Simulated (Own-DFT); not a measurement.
## Calculated data, Hf$_{31}$SiO$_{64}$ (monoclinic hafnia with substituted atoms, atoms displaced), Hf$_{16}$O$_{31}$ (monoclinic hafnia with two neutral oxygen vacancies, strained, atoms displaced)

Computed with Own-DFT development build. A calculation, not a measurement: plane-wave PBE and HSE06 DFT by an unreviewed code, no spin, of a simulated cell at Gamma alone, so results move with cell size and shape, stress positive in tension, energies less offsets, not probed for a lower state with spin; hafnium file: forces about 75 meV/angstrom off all-electron values; oxygen file: force components 24 meV/angstrom off all-electron in a glass; k mesh not checked against a denser one; forces and stress are PBE's, HSE06 gives the energy alone, and its difference from PBE has offsets of its own; offsets are fitted by least squares, one for each functional and potential file, so energies compare only between cells with the same atoms and settings and are not formation energies; the far tail of each file's local potential was reset to the Coulomb form; each entry is a single point on an unrelaxed cell, so the pressure reflects the starting lattice, mostly measured values, from which strain is counted, and rises with the displacements; printed positions are rounded, which can move forces by about a meV/angstrom; the program is a retired in-house code; no spin-orbit coupling.

Settings shared by all entries: first functional PBE; second functional HSE06; exact exchange share 0.25; screening 0.11 1/bohr; exchange divergence Gygi-Baldereschi; potential files PseudoDojo norm-conserving, scalar-relativistic, made for PBE, standard set; wave cutoff 48 hartree; occupations fixed; k mesh 1 x 1 x 1 centred on Gamma.

(1) Hf$_{31}$SiO$_{64}$ (monoclinic hafnia with substituted atoms, atoms displaced)

```xyz
96
Lattice="10.2340 0.0000 0.0000 0.0000 10.3500 0.0000 -1.6955 0.0000 10.4453" Properties=species:S:1:pos:R:3 Hf31SiO64
Hf     1.2965     0.2109     1.0537
Hf     3.4564     2.7641     1.5026
Hf     3.0811     4.9470     4.1389
Hf     0.7943     2.3925     3.6538
O      0.0806     1.6880     1.8019
O      4.5806     4.2646     0.8016
O      4.2108     3.4854     3.3643
O     -0.3056     0.8457     4.4515
O      1.8760     3.9159     2.4981
O      2.7974     1.3219     0.0869
O      2.3932     1.1636     2.6687
O      1.4565     3.8626     5.0491
Hf     0.3794     0.2332     6.2812
Hf     2.6367     2.8078     6.7116
Hf     2.1620     4.9542     9.3674
Hf    -0.0338     2.3579     8.9386
O     -0.8510     1.6922     7.0352
O      3.7479     4.2448     6.0205
O      3.3431     3.5346     8.6817
O     -1.1986     0.8625     9.5844
O      1.0605     3.8794     7.7099
O      1.9815     1.3227     5.3483
O      1.5492     1.2534     7.9600
O      0.6740     3.8249    10.3456
Hf     1.2375     5.3425     1.0175
Hf     3.4528     7.9412     1.5450
Hf     3.0005    10.1704     4.1374
Hf     0.8157     7.5604     3.7627
O      0.0581     6.8669     1.8194
O      4.5393     9.4080     0.8531
O      4.1632     8.6269     3.3719
O     -0.3667     6.0776     4.4027
O      1.9239     9.0972     2.4803
O      2.8069     6.4978     0.1264
O      2.3840     6.4150     2.7406
O      1.4695     9.0828     5.1212
Hf     0.4259     5.3263     6.2598
Hf     2.6138     7.9889     6.7737
Si     2.2109    10.1476     9.3643
Hf    -0.0332     7.5493     8.9635
O     -0.8112     6.8872     7.0310
O      3.6840     9.5267     5.9806
O      3.3205     8.7162     8.6296
O     -1.2172     6.0701     9.7104
O      1.0854     9.0343     7.6965
O      1.9699     6.5178     5.2966
O      1.4867     6.4316     7.8807
O      0.6143     9.0451    10.3170
Hf     6.3809     0.1833     1.1221
Hf     8.6136     2.8207     1.5185
Hf     8.1862     4.9348     4.0593
Hf     5.8739     2.3629     3.6603
O      5.1951     1.6944     1.7982
O      9.7647     4.3452     0.8317
O      9.2917     3.4090     3.4278
O      4.7310     0.8527     4.4239
O      6.9996     3.9416     2.4815
O      7.9017     1.3347     0.0828
O      7.4798     1.3040     2.6606
O      6.6159     3.8677     5.1111
Hf     5.5655     0.2471     6.3100
Hf     7.7399     2.7936     6.6991
Hf     7.3127     5.0301     9.3936
Hf     5.0575     2.3508     8.9375
O      4.3267     1.6820     6.9902
O      8.9178     4.2522     6.0347
O      8.4634     3.4354     8.6209
O      3.9451     0.8461     9.6266
O      6.1665     3.8477     7.7562
O      7.0635     1.3293     5.3511
O      6.6035     1.2904     7.9172
O      5.7633     3.8357    10.3789
Hf     6.3451     5.4247     1.0759
Hf     8.5578     7.9741     1.5214
Hf     8.1430    10.1671     4.1248
Hf     5.9509     7.6047     3.6907
O      5.1898     6.9110     1.8032
O      9.7327     9.5018     0.7240
O      9.3333     8.7194     3.3745
O      4.7719     5.9828     4.4449
O      7.0115     9.0986     2.4954
O      7.9345     6.5012     0.1198
O      7.5152     6.4945     2.7062
O      6.5938     9.0804     5.0775
Hf     5.5094     5.4351     6.3215
Hf     7.6917     7.9823     6.7479
Hf     7.2706    10.1503     9.3503
Hf     5.0375     7.5712     8.9412
O      4.3382     6.8821     7.0177
O      8.8707     9.4764     6.0207
O      8.4660     8.6982     8.6734
O      3.9019     6.0636     9.7131
O      6.1755     9.0915     7.7163
O      7.0365     6.5285     5.3014
O      6.6233     6.4682     7.9084
O      5.7780     9.0042    10.3456
```

- PBE energy of cell above offsets: -90.236 eV
- HSE06 less PBE above offsets: 0.102 eV
- PBE pressure: 2.93 GPa
- PBE stress xx: -3.19 GPa
- PBE stress yy: -2.35 GPa
- PBE stress zz: -3.26 GPa
- PBE stress yz: 0.3 GPa
- PBE stress xz: 0.12 GPa
- PBE stress xy: -0.61 GPa

Force:
```
element  x (eV/Å)  y (eV/Å)  z (eV/Å)
     Hf    -1.016    -1.144     -0.06
     Hf    -0.033     0.363     0.196
     Hf    -0.933     0.767    -0.701
     Hf     0.872      -0.7     0.356
      O    -0.364     0.551    -0.085
      O      1.11     0.758     0.145
      O     0.333    -0.695     0.068
      O    -0.686     0.535    -0.836
      O     0.068    -0.653    -0.288
      O     1.119     -0.59    -0.675
      O    -0.162      1.62     0.155
      O    -0.199    -0.299     0.337
     Hf     0.109    -0.756     1.278
     Hf    -0.346    -0.961     0.857
     Hf     0.117     0.294    -0.404
     Hf     -0.58    -0.173    -0.881
      O     1.151    -0.395    -0.065
      O     1.139     1.129    -0.129
      O     0.907    -1.115    -0.646
      O    -0.091     0.158     0.505
      O    -0.279     0.267    -0.209
      O    -0.235     0.885      -0.4
      O     0.376    -1.747     1.268
      O    -1.001    -0.204     -0.34
     Hf     0.732     1.242     2.464
     Hf    -1.147    -0.222     0.161
     Hf     0.249    -1.147    -0.169
     Hf      0.34     0.223    -1.528
      O    -0.097      0.27     0.044
      O     1.684     2.579    -2.303
      O      1.13    -0.203      1.01
      O    -0.494     -0.63     0.207
      O    -0.857     -0.27     0.037
      O    -0.011     0.017    -0.626
      O    -0.125    -0.169     0.058
      O    -0.786    -0.944    -0.371
     Hf    -0.798     1.143     0.798
     Hf    -0.585     0.607    -1.256
     Si     1.391    -0.542     0.537
     Hf    -0.142     0.829    -1.476
      O    -0.072    -0.203     0.139
      O     1.594    -0.314     0.964
      O    -0.561     1.277     1.344
      O    -0.224     0.094    -0.998
      O    -0.683     1.107     0.704
      O    -0.014     0.066     0.505
      O     0.423    -0.647     0.922
      O     1.005     0.524    -1.125
     Hf    -0.857     0.301    -0.979
     Hf    -0.908    -0.522    -0.785
     Hf    -1.021      0.83     1.374
     Hf     0.458     0.346     0.694
      O    -0.405    -0.046     -0.15
      O    -0.535    -0.623    -0.118
      O     0.354    -0.113    -0.172
      O     0.765     0.756    -0.407
      O      0.22     0.131     0.128
      O    -0.037     0.026     0.503
      O     0.306    -0.634     0.746
      O    -0.248    -0.292    -0.593
     Hf      -1.6    -0.567     0.135
     Hf    -0.709     0.571     1.227
     Hf    -0.427    -1.757    -1.148
     Hf     0.468     1.154    -0.664
      O    -0.374     0.665     0.599
      O     0.642     0.921    -0.905
      O     0.203     0.792     0.801
      O    -2.865    -1.963     0.214
      O    -0.394     1.418    -0.467
      O     0.195     0.092    -0.888
      O     0.293      -0.7     0.289
      O    -0.039     0.191    -0.342
     Hf    -0.293    -0.884      0.58
     Hf     1.897     0.317      0.01
     Hf     0.786    -0.132     0.165
     Hf    -1.056    -0.739     0.189
      O     0.407    -0.335     0.313
      O     0.363     -0.19     1.046
      O     0.164    -0.383     0.163
      O     0.392     0.938    -0.406
      O    -0.366     0.208     0.127
      O    -0.152     0.085     -0.38
      O    -0.089     -0.61     0.221
      O     -0.37      -0.5    -0.023
     Hf     0.455    -1.607    -0.232
     Hf     1.385    -0.086     0.038
     Hf     0.867     0.308    -0.259
     Hf      0.22     0.146    -0.145
      O    -0.553     0.669     0.816
      O     0.229     0.227    -0.195
      O     0.575    -1.197    -0.652
      O    -0.182     0.442    -0.903
      O    -0.713     0.178    -0.026
      O     0.272      0.29     0.203
      O     0.067    -0.475     0.875
      O     -1.12    -0.236    -0.105
```

(2) Hf$_{16}$O$_{31}$ (monoclinic hafnia with two neutral oxygen vacancies, strained, atoms displaced)

```xyz
94
Lattice="10.1371 0.1853 -0.1579 0.1874 10.3791 0.1166 -1.8406 0.0870 10.3298" Properties=species:S:1:pos:R:3 Hf16O31
Hf     1.1838     0.1463     1.1024
Hf     3.4957     2.9368     1.4997
Hf     2.9895     5.0766     4.0214
Hf     0.7102     2.4080     3.6582
O      0.0949     1.8385     1.7447
O      4.6672     4.4908     0.7823
O      4.0788     3.6883     3.4440
O     -0.4115     0.8731     4.3534
O      1.8891     4.0394     2.3871
O      2.8549     1.4192     0.1847
O      2.4584     1.3198     2.7361
O      1.3681     3.9879     5.1786
Hf     0.2134     0.2975     6.3417
Hf     2.4022     2.9557     6.7791
Hf     2.0921     5.1228     9.3412
Hf    -0.1875     2.6288     8.8241
O     -0.7945     1.7206     6.9553
O      3.6844     4.4034     5.9135
O      3.2960     3.6974     8.4774
O     -1.2609     0.9747     9.6269
O      0.9744     4.0933     7.6329
O      1.8332     1.4223     5.3759
O      1.3096     1.2613     7.8023
O      0.5608     3.8606    10.2529
Hf     1.2600     5.4513     1.0878
Hf     3.5672     8.2125     1.6633
Hf     2.9548    10.2565     4.1179
Hf     0.8959     7.6810     3.7648
O      0.2729     6.9437     1.8019
O      4.1657     8.6956     3.3814
O     -0.2540     6.0944     4.5781
O      1.9275     9.1257     2.6061
O      2.8691     6.6478     0.1309
O      2.4761     6.5186     2.7768
O      1.5948     8.9752     5.1472
Hf     0.3499     5.4491     6.3452
Hf     2.7107     8.1746     6.6418
Hf     2.2457    10.3633     9.3085
Hf    -0.0286     7.7450     8.8463
O     -0.8512     7.0899     7.2212
O      3.7270     9.6008     5.9813
O      3.2529     8.9118     8.5591
O     -1.1684     6.1292     9.3658
O      1.0864     9.2092     7.7547
O      2.0726     6.5566     5.3798
O      1.4463     6.4595     7.7825
Hf     6.2445     0.2407     0.8308
Hf     8.3958     3.1724     1.4447
Hf     8.2544     5.1332     4.0731
Hf     5.8055     2.6226     3.4920
O      5.2883     1.7547     1.8282
O      9.8049     4.4226     0.6884
O      9.3817     3.6985     3.2621
O      4.7921     1.0687     4.2579
O      6.9415     4.0877     2.4438
O      5.9122     1.5714    10.1708
O      7.2503     1.3986     2.6201
O      6.4483     3.9167     5.0442
Hf     5.2867     0.3763     6.2092
Hf     7.5769     2.8824     6.6319
Hf     7.2931     5.2081     9.1645
Hf     4.9442     2.5239     8.7309
O      4.1873     1.9257     6.8461
O      8.7582     4.6566     5.8908
O      8.3395     3.7700     8.4991
O      3.7689     1.0737     9.4646
O      6.0592     4.0324     7.6932
O      6.8740     1.4480     5.1310
O      6.4027     1.5320     7.7978
O      5.6311     4.1040    10.1919
Hf     6.4146     5.5292     0.9466
Hf     8.5312     8.0788     1.5199
Hf     8.2158    10.4508     4.1652
Hf     5.9813     7.7623     3.7165
O      5.1548     7.0475     1.8050
O      9.8214     9.5323     0.7470
O      9.2181     8.9933     3.3108
O      4.8806     6.1180     4.3340
O      7.0763     9.3139     2.3477
O      7.9732     6.5036     0.0157
O      7.5256     6.5911     2.7681
O      6.4754     9.2309     5.1605
Hf     5.4296     5.4691     6.0518
Hf     7.7862     8.2760     6.6226
Hf     7.3160    10.3341     9.2757
Hf     4.8974     7.7562     8.8478
O      4.3113     7.0029     6.9989
O      8.7815     9.6892     5.8788
O      8.4957     8.8562     8.4430
O      3.7015     6.2327     9.4960
O      6.1029     9.3968     7.6202
O      7.0070     6.8102     5.1806
O      6.7708     6.6067     7.8832
O      5.7934     9.1767    10.2899
```

* PBE energy of cell above offsets: -76.654 eV
* HSE06 less PBE above offsets: 0.461 eV
* PBE pressure: 14.95 GPa
* PBE stress xx: -17 GPa
* PBE stress yy: -11.15 GPa
* PBE stress zz: -16.7 GPa
* PBE stress yz: 2.29 GPa
* PBE stress xz: -6.02 GPa
* PBE stress xy: 6.76 GPa

Force:
```
element  x (eV/Å)  y (eV/Å)  z (eV/Å)
     Hf     0.242     2.485    -1.104
     Hf    -0.624    -1.764     -0.18
     Hf    -1.705     1.369     3.147
     Hf     4.032    -1.283     0.303
      O    -0.322     -0.81     0.746
      O     0.212    -1.331     1.457
      O     2.256    -2.905    -2.431
      O     0.776     0.427     0.364
      O     0.001    -0.893     1.351
      O    -0.074    -0.466    -0.449
      O    -1.248     0.874    -0.864
      O     -0.16    -1.009    -1.499
     Hf     2.652    -2.456    -2.099
     Hf     2.285    -0.343    -2.876
     Hf    -1.611     0.679    -2.302
     Hf     2.771    -3.256     2.211
      O    -3.262     2.994     0.729
      O     0.681     0.304     0.475
      O    -0.838     0.098     0.984
      O     -1.24     -0.54    -1.477
      O    -1.267    -2.293     2.769
      O    -0.582     -0.76    -1.094
      O     0.976     2.176     1.027
      O     0.063     1.822    -0.404
     Hf     1.724     0.773    -1.113
     Hf    -0.114    -2.693    -4.138
     Hf     3.115     0.528     2.057
     Hf    -0.174    -2.151     0.063
      O    -2.077     0.999     1.049
      O     0.987     1.781     2.952
      O    -0.929     1.346    -2.748
      O    -0.942     0.653      0.06
      O    -0.158     0.125     0.487
      O     -0.71     1.301     -0.87
      O    -1.922     1.912     -0.93
     Hf      1.58     2.778      0.38
     Hf    -2.237    -3.634     1.714
     Hf     -2.15     0.235     1.897
     Hf     3.987    -1.782     2.245
      O     2.663    -3.292    -4.018
      O     2.459     2.431    -0.557
      O     2.636     -1.87      0.05
      O     0.166    -1.423     2.569
      O    -0.915     0.082    -0.507
      O     -0.63     0.778    -0.937
      O     0.723     1.099     1.625
     Hf     0.996     1.341     3.033
     Hf     2.035    -4.715    -1.328
     Hf    -2.327      1.38     0.044
     Hf      0.79    -2.588     3.642
      O    -4.345     1.366    -3.493
      O    -0.222     0.866     0.584
      O    -3.085     2.109    -0.174
      O    -3.071    -1.665     0.368
      O     0.136     1.456     0.128
      O     2.218    -0.872     2.968
      O     3.784     0.665    -0.311
      O     1.635     0.865     0.325
     Hf    -0.328     1.459    -2.894
     Hf    -2.895     1.392    -1.331
     Hf    -2.741     1.818    -0.569
     Hf    -0.425     2.674    -0.594
      O    -0.734    -0.367     0.667
      O    -0.888    -2.078     1.808
      O     0.853    -2.325    -1.977
      O    -2.626    -0.888    -1.698
      O     0.405     0.655    -1.302
      O     1.706     1.333      2.49
      O     2.831    -1.683    -1.476
      O    -1.013     0.012      0.06
     Hf    -1.321      1.05     1.572
     Hf     0.682     0.308     0.076
     Hf    -3.627      0.38    -3.166
     Hf     0.237     0.114    -0.603
      O     1.714    -0.472    -0.541
      O     1.287     1.112     0.018
      O      2.68    -2.735    -0.188
      O    -1.786      0.53    -1.837
      O    -1.184    -1.642     1.598
      O    -0.632     1.893     1.352
      O       0.4     0.342    -1.788
      O     0.106    -0.115    -1.776
     Hf     0.282    -0.121     3.284
     Hf     -5.89     -2.29     0.318
     Hf    -0.061     0.557    -0.112
     Hf     1.953    -0.986    -1.025
      O     0.644     0.454     0.266
      O      3.51     2.295      1.25
      O    -3.068     3.888     1.701
      O     1.614     1.356     0.182
      O     0.508    -1.369     2.406
      O     1.253    -1.133     1.259
      O    -1.945     1.376    -1.349
      O    -1.142    -0.091    -1.979
```
